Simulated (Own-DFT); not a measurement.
Hf36O71 (tetragonal hafnia with one neutral oxygen vacancy, atoms displaced) (calculated)

A calculation, not a measurement: plane-wave PBE and HSE06 DFT by an unreviewed code, no spin, of a simulated cell at Gamma alone, so results move with cell size and shape, stress positive in tension, energies less offsets, not probed for a lower state with spin; hafnium file: forces about 75 meV/angstrom off all-electron values; oxygen file: force components 24 meV/angstrom off all-electron in a glass; k mesh not checked against a denser one; forces and stress are PBE's, HSE06 gives the energy alone, and its difference from PBE has offsets of its own; offsets are fitted by least squares, one for each functional and potential file, so energies compare only between cells with the same atoms and settings and are not formation energies; the far tail of each file's local potential was reset to the Coulomb form; each entry is a single point on an unrelaxed cell, so the pressure reflects the starting lattice, taken from the Materials Project, from which strain is counted, and rises with the displacements; printed positions are rounded, which can move forces by about a meV/angstrom; the program is a retired in-house code; no spin-orbit coupling. Program: Own-DFT development build.

Common to all runs: first functional PBE; second functional HSE06; exact exchange share 0.25; screening 0.11 1/bohr; exchange divergence Gygi-Baldereschi; potential files PseudoDojo norm-conserving, scalar-relativistic, made for PBE, standard set; wave cutoff 48 hartree; occupations fixed; k mesh 1 x 1 x 1 centred on Gamma.

(1) Hf36O71 (tetragonal hafnia with one neutral oxygen vacancy, atoms displaced)

```cif
# cell vector a (Å): 10.7800 0.0000 0.0000
# cell vector b (Å): 0.0000 10.7800 0.0000
# cell vector c (Å): 0.0000 0.0000 10.4493
data_Hf36O71
_symmetry_space_group_name_H-M 'P 1'
_symmetry_Int_Tables_number 1
_cell_length_a 10.7800
_cell_length_b 10.7800
_cell_length_c 10.4493
_cell_angle_alpha 90.000
_cell_angle_beta 90.000
_cell_angle_gamma 90.000
_cell_volume 1214.30
loop_
_atom_site_label
_atom_site_type_symbol
_atom_site_fract_x
_atom_site_fract_y
_atom_site_fract_z
_atom_site_occupancy
Hf1 Hf 0.00155 0.00004 0.98102 1
Hf2 Hf 0.17160 0.16955 0.26729 1
O1 O 0.99575 0.16814 0.14761 1
O2 O 0.17037 0.01469 0.35476 1
O3 O 0.98521 0.17021 0.39730 1
O4 O 0.17060 0.99365 0.11093 1
Hf3 Hf 0.99940 0.01066 0.49017 1
Hf4 Hf 0.15925 0.16659 0.75214 1
O5 O 0.00240 0.16343 0.64568 1
O6 O 0.16049 0.00507 0.84515 1
O7 O 0.99759 0.16576 0.90790 1
O8 O 0.16547 0.00916 0.59708 1
Hf5 Hf 0.99028 0.33254 0.00559 1
Hf6 Hf 0.17638 0.49852 0.24960 1
O9 O 0.00941 0.49801 0.15921 1
O10 O 0.17001 0.32262 0.36962 1
O11 O 0.00530 0.49365 0.41048 1
O12 O 0.16806 0.32442 0.09565 1
Hf7 Hf 0.00296 0.34109 0.50937 1
Hf8 Hf 0.17438 0.49694 0.75464 1
O13 O 0.99315 0.49822 0.66366 1
O14 O 0.16671 0.34365 0.85768 1
O15 O 0.98105 0.50108 0.90540 1
O16 O 0.17551 0.33240 0.60550 1
Hf9 Hf 0.00801 0.66142 0.00501 1
Hf10 Hf 0.15304 0.83550 0.24891 1
O17 O 0.00938 0.83710 0.16556 1
O18 O 0.16023 0.66922 0.33335 1
O19 O 0.99895 0.83123 0.38972 1
O20 O 0.16684 0.66560 0.09272 1
Hf11 Hf 0.98774 0.65852 0.50749 1
Hf12 Hf 0.16544 0.84243 0.75333 1
O21 O 0.16636 0.66270 0.84162 1
O22 O 0.99129 0.83026 0.88873 1
O23 O 0.15706 0.66889 0.59796 1
Hf13 Hf 0.32468 0.00472 0.01089 1
Hf14 Hf 0.51074 0.17016 0.24936 1
O24 O 0.32282 0.16325 0.15607 1
O25 O 0.50135 0.98526 0.34785 1
O26 O 0.33097 0.16394 0.40525 1
O27 O 0.51100 0.00981 0.10184 1
Hf15 Hf 0.33700 0.99612 0.49009 1
Hf16 Hf 0.50801 0.15031 0.74918 1
O28 O 0.33167 0.15225 0.64617 1
O29 O 0.49386 0.00718 0.84195 1
O30 O 0.33553 0.15955 0.89053 1
O31 O 0.49094 0.00779 0.60287 1
Hf17 Hf 0.33463 0.32021 0.99151 1
Hf18 Hf 0.50571 0.49865 0.24867 1
O32 O 0.33900 0.49098 0.15729 1
O33 O 0.49520 0.32923 0.34614 1
O34 O 0.34660 0.49002 0.40358 1
O35 O 0.50893 0.32287 0.09256 1
Hf19 Hf 0.31820 0.33774 0.50001 1
Hf20 Hf 0.48225 0.50428 0.75444 1
O36 O 0.33080 0.50050 0.64978 1
O37 O 0.49895 0.35610 0.85539 1
O38 O 0.34000 0.50217 0.88829 1
O39 O 0.49468 0.33434 0.58500 1
Hf21 Hf 0.33796 0.66330 0.00428 1
Hf22 Hf 0.48715 0.84070 0.25639 1
O40 O 0.32155 0.83067 0.15683 1
O41 O 0.50613 0.65839 0.35909 1
O42 O 0.31348 0.82359 0.40227 1
O43 O 0.50252 0.67031 0.10113 1
Hf23 Hf 0.32721 0.67316 0.49790 1
Hf24 Hf 0.49897 0.82539 0.74959 1
O44 O 0.33634 0.83756 0.64931 1
O45 O 0.50341 0.65459 0.85060 1
O46 O 0.33390 0.83944 0.89652 1
O47 O 0.48973 0.67022 0.58781 1
Hf25 Hf 0.67407 0.01009 0.98120 1
Hf26 Hf 0.82745 0.16966 0.24263 1
O48 O 0.65584 0.15791 0.14678 1
O49 O 0.82894 0.00440 0.35650 1
O50 O 0.66472 0.16832 0.41560 1
O51 O 0.83222 0.00288 0.08891 1
Hf27 Hf 0.66908 0.99429 0.50474 1
Hf28 Hf 0.83242 0.16939 0.76803 1
O52 O 0.67932 0.15823 0.65624 1
O53 O 0.83584 0.99188 0.85775 1
O54 O 0.65766 0.15760 0.90119 1
O55 O 0.83057 0.99171 0.58260 1
Hf29 Hf 0.68009 0.33609 0.99865 1
Hf30 Hf 0.82605 0.50146 0.24496 1
O56 O 0.66658 0.50917 0.15105 1
O57 O 0.83140 0.33490 0.36320 1
O58 O 0.67391 0.51392 0.39858 1
O59 O 0.84135 0.33861 0.09868 1
Hf31 Hf 0.67220 0.31681 0.51567 1
Hf32 Hf 0.83152 0.50225 0.73304 1
O60 O 0.67220 0.51135 0.66099 1
O61 O 0.84316 0.32944 0.84900 1
O62 O 0.66420 0.49777 0.88633 1
O63 O 0.84108 0.32851 0.58380 1
Hf33 Hf 0.66555 0.66087 0.99853 1
Hf34 Hf 0.84372 0.83747 0.23936 1
O64 O 0.68511 0.83940 0.15667 1
O65 O 0.83332 0.66512 0.34008 1
O66 O 0.66267 0.82567 0.41398 1
O67 O 0.84065 0.67051 0.08446 1
Hf35 Hf 0.67065 0.65997 0.50510 1
Hf36 Hf 0.83797 0.82628 0.73890 1
O68 O 0.66196 0.84407 0.64593 1
O69 O 0.82848 0.68271 0.84040 1
O70 O 0.67102 0.82293 0.89801 1
O71 O 0.83151 0.66122 0.58689 1
```

- PBE energy of cell above offsets: -84.769 eV
- HSE06 less PBE above offsets: 0.702 eV
- PBE pressure: 6.33 GPa
- PBE stress xx: -8.27 GPa
- PBE stress yy: -4.88 GPa
- PBE stress zz: -5.86 GPa
- PBE stress yz: 0.8 GPa
- PBE stress xz: -0.1 GPa
- PBE stress xy: -0.18 GPa

Force:
```tsv
element	x (eV/Å)	y (eV/Å)	z (eV/Å)
Hf	-0.445	-1.331	3.132
Hf	-1.158	0.643	-2.357
O	-0.191	0.061	0.704
O	-0.9	-3.141	0.417
O	0.839	0.847	0.077
O	-1.633	0.457	-1.933
Hf	-0.247	-1.319	0.5
Hf	2.525	0.755	-2.424
O	-1.415	0.395	1.576
O	-0.307	-0.354	1.595
O	-0.01	0.88	-1.748
O	-0.487	-1.557	0.183
Hf	5.252	0.853	-0.685
Hf	-0.829	-0.056	1.047
O	-1.003	-0.016	-0.346
O	-0.688	2.268	-1.282
O	0.167	1.087	-0.244
O	-0.084	0.782	0.266
Hf	1.263	-1.965	-1.688
Hf	-0.642	1.218	-0.693
O	3.036	-0.321	-2.18
O	-0.082	-1.933	-0.287
O	0.449	0.176	0.806
O	-3.394	0.348	2.285
Hf	-1.281	-0.44	-2.545
Hf	4.995	0.802	3.692
O	-4.284	-0.176	-5.981
O	0.578	-2.524	0.633
O	0.12	0.618	2.567
O	1.588	-0.434	0.377
Hf	4.08	1.77	-3.214
Hf	0.027	-2.005	-1.989
O	-0.021	0.941	0.813
O	1.757	0.35	0.98
O	0.331	0.19	-0.447
Hf	2.092	-0.708	0.336
Hf	-3.294	-0.2	0.941
O	2.433	0.145	-1.029
O	-0.59	3.825	1.859
O	0.72	0.192	-0.694
O	-2.461	-1.408	-1.011
Hf	-1.239	1.439	2.359
Hf	-3.209	3.473	-3.034
O	-0.45	1.133	1.742
O	1.042	-4.021	1.783
O	-0.44	0.948	1.327
O	2.24	-0.162	-0.71
Hf	0.237	0.954	0.739
Hf	-0.896	0.209	2.842
O	-0.11	0.682	-1.53
O	1.198	0.517	-1.43
O	-1.707	2.515	-0.763
O	-0.053	0.131	0.013
Hf	4.469	-1.991	-0.126
Hf	2.57	-1.429	-2.484
O	-1.349	0.179	-0.71
O	0.131	-4.399	0.092
O	-1.923	0.176	2.292
O	1.327	-0.187	1.419
Hf	-0.144	0.989	-0.816
Hf	2.361	-4.468	-2.241
O	2.109	0.029	-0.809
O	-1.479	1.247	-2.149
O	1.241	2.356	-0.961
O	-0.633	-0.148	-0.245
Hf	0.076	-2.405	0.532
Hf	0.218	0.437	-0.228
O	-1.025	-0.398	0.276
O	-0.332	3.392	0.799
O	-0.066	-0.838	1.17
O	1.291	0.209	2.264
Hf	-0.898	-7.73	4.942
Hf	2.045	-1.19	2.209
O	4.518	1.363	-0.336
O	-0.223	-0.015	-2.647
O	-0.792	-1.413	-2.121
O	1.301	0.657	0.436
Hf	-0.866	-1.625	-1.181
Hf	1.763	-2.193	-2.9
O	-0.417	0.902	0.464
O	-0.144	1.666	-2.051
O	0.987	6.222	-2.405
O	2.271	-0.241	2.278
Hf	-3.653	1.478	-1.305
Hf	1.536	0.474	2.905
O	0.548	-1.046	-1.71
O	-0.858	0.302	-3.257
O	0.085	-3.423	-0.486
O	-3.792	-0.04	1.715
Hf	-2.193	2.597	-1.934
Hf	-0.643	0.964	5.03
O	-2.602	-0.463	-2.335
O	-1.328	0.475	0.409
O	2.038	-0.528	2.975
O	-1.39	0.48	4.172
Hf	0.835	1.378	-0.943
Hf	-2.231	-0.014	2.802
O	-3.122	-0.728	-0.392
O	0.894	0.144	-0.342
O	0.208	0.833	-0.623
O	-0.367	-0.577	0.987
Hf	-4.125	1.251	-2.125
Hf	-0.086	1.814	-0.018
O	0.096	-0.675	1.764
O	0.022	-3.849	-0.705
O	-1.805	1.831	0.276
O	0.124	0.634	3.026
```

(2) Hf36O71 (tetragonal hafnia with one neutral oxygen vacancy, atoms displaced)

```cif
# cell vector a (Å): 10.7800 0.0000 0.0000
# cell vector b (Å): 0.0000 10.7800 0.0000
# cell vector c (Å): 0.0000 0.0000 10.4493
data_Hf36O71
_symmetry_space_group_name_H-M 'P 1'
_symmetry_Int_Tables_number 1
_cell_length_a 10.7800
_cell_length_b 10.7800
_cell_length_c 10.4493
_cell_angle_alpha 90.000
_cell_angle_beta 90.000
_cell_angle_gamma 90.000
_cell_volume 1214.30
loop_
_atom_site_label
_atom_site_type_symbol
_atom_site_fract_x
_atom_site_fract_y
_atom_site_fract_z
_atom_site_occupancy
Hf1 Hf 0.00066 0.99878 0.00189 1
Hf2 Hf 0.16685 0.17052 0.24874 1
O1 O 0.99650 0.16568 0.14514 1
O2 O 0.16297 0.99840 0.34870 1
O3 O 0.00174 0.16409 0.40126 1
O4 O 0.16349 0.99562 0.10039 1
Hf3 Hf 0.99876 0.00243 0.50174 1
Hf4 Hf 0.17273 0.16708 0.75090 1
O5 O 0.99529 0.17003 0.65129 1
O6 O 0.16905 0.99604 0.84811 1
O7 O 0.00672 0.16351 0.90216 1
O8 O 0.16727 0.00628 0.59788 1
Hf5 Hf 0.99442 0.32846 0.00112 1
Hf6 Hf 0.16683 0.49676 0.25251 1
O9 O 0.00020 0.49556 0.15211 1
O10 O 0.16688 0.32993 0.34393 1
O11 O 0.99771 0.50203 0.40295 1
O12 O 0.16703 0.33487 0.08948 1
Hf7 Hf 0.99699 0.33357 0.50424 1
Hf8 Hf 0.16436 0.49862 0.74795 1
O13 O 0.00036 0.50673 0.65395 1
O14 O 0.16833 0.33052 0.84830 1
O15 O 0.00393 0.50127 0.90298 1
O16 O 0.16734 0.33569 0.59348 1
Hf9 Hf 0.00253 0.66717 0.00298 1
Hf10 Hf 0.16668 0.83359 0.24955 1
O17 O 0.00049 0.83112 0.14575 1
O18 O 0.16574 0.66615 0.34900 1
O19 O 0.00220 0.83097 0.40011 1
O20 O 0.16252 0.66917 0.10009 1
Hf11 Hf 0.99895 0.66582 0.50149 1
Hf12 Hf 0.16824 0.83127 0.75241 1
O21 O 0.00025 0.83206 0.64992 1
O22 O 0.16282 0.66932 0.84651 1
O23 O 0.99870 0.83398 0.90426 1
O24 O 0.16650 0.66160 0.60427 1
Hf13 Hf 0.33392 0.99893 0.00225 1
Hf14 Hf 0.50140 0.16917 0.25242 1
O25 O 0.33335 0.16819 0.15350 1
O26 O 0.49625 0.00034 0.34399 1
O27 O 0.33198 0.17245 0.40029 1
O28 O 0.49797 0.00133 0.09590 1
Hf15 Hf 0.33023 0.00041 0.50398 1
Hf16 Hf 0.49947 0.16912 0.74962 1
O29 O 0.33701 0.16384 0.65075 1
O30 O 0.50250 0.99720 0.85010 1
O31 O 0.33592 0.16778 0.89840 1
O32 O 0.49922 0.00068 0.59617 1
Hf17 Hf 0.33728 0.33722 0.99759 1
Hf18 Hf 0.49832 0.50087 0.25035 1
O33 O 0.33797 0.50096 0.15254 1
O34 O 0.49814 0.33594 0.34714 1
O35 O 0.33102 0.50237 0.40238 1
O36 O 0.49774 0.33573 0.09779 1
Hf19 Hf 0.33262 0.33158 0.50197 1
Hf20 Hf 0.49855 0.50021 0.74501 1
O37 O 0.33938 0.50658 0.65477 1
O38 O 0.50408 0.33367 0.85086 1
O39 O 0.33101 0.49920 0.89951 1
O40 O 0.50253 0.33407 0.59932 1
Hf21 Hf 0.33087 0.67139 0.99818 1
Hf22 Hf 0.49978 0.83145 0.24908 1
O41 O 0.33365 0.83384 0.15150 1
O42 O 0.49810 0.66150 0.34338 1
O43 O 0.33487 0.83170 0.40428 1
O44 O 0.50068 0.66178 0.09503 1
Hf23 Hf 0.33369 0.66583 0.49930 1
Hf24 Hf 0.50165 0.83599 0.75379 1
O45 O 0.33453 0.82926 0.65264 1
O46 O 0.50062 0.66745 0.84654 1
O47 O 0.33354 0.83352 0.90256 1
O48 O 0.49647 0.66474 0.60324 1
Hf25 Hf 0.66819 0.00040 0.99953 1
Hf26 Hf 0.83407 0.16706 0.24803 1
O49 O 0.67316 0.16181 0.14998 1
O50 O 0.83263 0.99393 0.34756 1
O51 O 0.67068 0.16664 0.40045 1
O52 O 0.82942 0.00287 0.09547 1
Hf27 Hf 0.66895 0.99957 0.49847 1
Hf28 Hf 0.83778 0.16395 0.74941 1
O53 O 0.66567 0.16808 0.65208 1
O54 O 0.83071 0.99833 0.85031 1
O55 O 0.66832 0.16691 0.90213 1
O56 O 0.83752 0.99781 0.59808 1
Hf29 Hf 0.66676 0.32954 0.99823 1
Hf30 Hf 0.83009 0.49952 0.24795 1
O57 O 0.67013 0.49905 0.15263 1
O58 O 0.83232 0.33527 0.34816 1
O59 O 0.66382 0.50347 0.40433 1
O60 O 0.83505 0.33280 0.09958 1
Hf31 Hf 0.66815 0.33704 0.50609 1
Hf32 Hf 0.83681 0.50311 0.75182 1
O61 O 0.66374 0.50324 0.65538 1
O62 O 0.66450 0.50204 0.90017 1
O63 O 0.83019 0.33255 0.60321 1
Hf33 Hf 0.66618 0.66274 0.99789 1
Hf34 Hf 0.83787 0.82962 0.25532 1
O64 O 0.66091 0.83488 0.14682 1
O65 O 0.83486 0.66541 0.34512 1
O66 O 0.66518 0.83186 0.40185 1
O67 O 0.83320 0.67018 0.10065 1
Hf35 Hf 0.66832 0.66958 0.49560 1
Hf36 Hf 0.82707 0.83185 0.74509 1
O68 O 0.66352 0.83180 0.65017 1
O69 O 0.83358 0.66763 0.85021 1
O70 O 0.66467 0.83718 0.90631 1
O71 O 0.83469 0.66867 0.59670 1
```

- PBE energy of cell above offsets: -100.776 eV
- HSE06 less PBE above offsets: -0.150 eV
- PBE pressure: 0.7 GPa
- PBE stress xx: -0.63 GPa
- PBE stress yy: -0.44 GPa
- PBE stress zz: -1.03 GPa
- PBE stress yz: -0.36 GPa
- PBE stress xz: -0.06 GPa
- PBE stress xy: 0.06 GPa

Force:
```tsv
element	x (eV/Å)	y (eV/Å)	z (eV/Å)
Hf	-0.626	-0.54	-0.181
Hf	-0.026	-1.257	-0.537
O	0.705	0.208	0.824
O	0.461	0.499	-0.126
O	-0.363	0.961	0.173
O	0.82	0.294	-0.153
Hf	0.892	-0.98	-0.691
Hf	-0.718	-0.561	0.754
O	1.315	0.081	-0.198
O	0.138	0.879	-0.142
O	-0.688	0.213	-0.553
O	-0.458	0.024	0.232
Hf	1.221	0.677	-0.485
Hf	0.073	0.727	-0.689
O	-0.124	0.197	0.395
O	-0.264	0.872	0.523
O	0.312	-0.919	0.447
O	0.147	-0.182	0.821
Hf	-0.286	-0.126	-0.976
Hf	0.927	0.545	0.904
O	-0.578	-0.801	-0.383
O	0.025	0.259	-1.105
O	-0.578	-0.725	-0.27
O	-0.3	0.02	0.551
Hf	-0.916	0.426	-0.344
Hf	-0.377	-0.091	0.148
O	-0.304	0.317	1.169
O	0.063	-0.139	-0.162
O	-0.394	0.348	0.093
O	1.275	-0.255	-0.085
Hf	1.132	0.496	-0.08
Hf	-0.552	-0.012	-0.556
O	0.09	0.152	0.372
O	0.387	-0.7	0.586
O	0.17	-0.12	-0.32
O	0.08	0.108	-0.913
Hf	-0.157	0.53	-0.038
Hf	-0.014	-0.37	-0.576
O	-0.077	-0.204	-0.029
O	0.291	0.134	0.285
O	0.005	-0.954	0.447
O	0.055	0.255	0.107
Hf	0.661	-0.314	-1.029
Hf	0.666	-0.509	0.658
O	-0.459	0.544	-0.238
O	-0.331	1.147	-0.445
O	-0.115	-0.35	0.179
O	0.35	-0.046	-0.1
Hf	-0.726	-0.244	0.02
Hf	0.458	-0.441	-0.665
O	-1.473	-0.044	-0.008
O	0.202	-0.393	0.386
O	-0.168	-1.11	0.163
O	1.038	-0.449	0.127
Hf	0.884	0.708	-0.791
Hf	0.637	0.7	1.282
O	-1.901	-0.915	-0.646
O	-0.233	-0.131	-0.374
O	-0.06	0.709	0.281
O	-0.769	-0.142	0.017
Hf	0.46	-1.133	0.329
Hf	0.25	0.34	-0.373
O	0.008	-0.237	-0.102
O	0.128	1.311	0.722
O	-0.109	0.418	-0.064
O	-0.428	0.221	-0.076
Hf	-0.194	0.257	0.798
Hf	-0.464	-0.819	-0.346
O	-0.399	0.672	0.188
O	-0.083	0.064	0.233
O	-0.018	0.127	-0.027
O	1.077	0.238	-1.403
Hf	-0.357	-0.285	0.452
Hf	-0.123	-0.481	0.245
O	-1.4	0.788	0.325
O	0.065	1.01	0.294
O	-0.245	0.137	0.42
O	1.265	-0.295	0.473
Hf	-0.532	0.466	-0.024
Hf	-1.121	0.259	0.987
O	0.583	-0.308	0.055
O	0.12	0.196	-0.938
O	0.226	0.427	-0.292
O	-1.215	0.05	0.124
Hf	-0.361	0.687	0.071
Hf	0.942	0.082	-0.086
O	-0.766	-0.046	-0.184
O	0.165	-0.322	0.329
O	0.396	-0.527	0.08
O	-0.888	-0.082	-0.474
Hf	-0.298	-0.253	-0.902
Hf	-0.831	-0.345	0.683
O	1.41	-0.279	-0.523
O	0.765	-1.172	0.29
O	0.744	0.45	0.13
Hf	0.115	1.052	0.446
Hf	-0.417	0.133	-1.931
O	0.754	-0.1	1.211
O	-0.326	-0.074	0.839
O	-0.087	0.325	-0.256
O	-0.048	-0.363	-0.297
Hf	-0.962	-0.699	1.187
Hf	1.261	0.192	1.112
O	0.331	0.201	-0.13
O	-0.233	-0.014	-0.615
O	0.167	-1.278	-1.072
O	-0.766	0.001	0.033
```
